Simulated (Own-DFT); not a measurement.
# Two functionals across a range of volumes: L1_0 TiAl, 32 atoms (Al16Ti16)

The numbers are computed, not measured, by runs of the plane-wave DFT program Own-DFT (in-house, retired, unreviewed) at fixed positions, with no spin and no spin-orbit coupling.

Caveats: forces on such cells failed a check on a denser k mesh; stress not checked against mesh or cutoff.

Each geometry was run with PBE and with PBEsol, otherwise alike: PseudoDojo norm-conserving scalar-relativistic files made for PBE; cutoff 42 hartree; 4 x 4 x 4 k mesh centred on Gamma; cold (Marzari-Vanderbilt) smearing of 0.2 eV. Unstrained cell vectors in Å: (5.622, 5.622, 0.000); (-5.621, 5.621, 0.000); (0.000, 0.000, 8.133). Each has a uniform strain, of which the change of volume is shown, and random moves of rms u per axis.

```
run  volume change (%)   u (Å)  P with PBE (GPa)  P with PBEsol (GPa)
  1               3.27  0.0489             -1.69                -4.40
  2               0.03  0.0551              2.08                -0.77
  3              -1.24  0.0460              3.45                 0.55
  4              -1.71  0.0478              3.89                 0.97
  5               1.44  0.0494              0.34                -2.44
  6               0.10  0.0500              1.87                -0.97
  7              -1.18  0.0482              3.36                 0.46
  8              -3.85  0.0480              6.96                 3.94
  9              -0.08  0.0475              1.74                -1.12
 10              -0.07  0.0501              1.87                -0.98
 11              -2.54  0.0521              5.25                 2.29
 12               1.99  0.0537             -0.30                    ?
```

Q: by how much does PBEsol shrink this cell, and what belongs in the blank?

## Solution

Write v for the change of volume as a fraction. Fitted to v and u², the PBE pressure has a slope of -122 ± 4 GPa in v, with the ions held to the strained lattice. The difference PBEsol less PBE is -2.85 + 4.4 v GPa (slope ± 0.1) and averages -2.87 GPa. Divided by the mean slope of the two, 119 GPa, that makes PBEsol's volume at a given pressure, near 1 GPa, about 2.4 % smaller, or 0.80 % in lengths. At one volume PBEsol's slope is the smaller by 4 GPa, but its pressure there is lower too. If stiffness rises by about 4 GPa for each GPa, PBEsol at equal pressure is stiffer by about 7 GPa. Files made for PBEsol would give a different shift.

For run 12 the line gives -3.06 GPa. DFT gave -3.06 GPa.
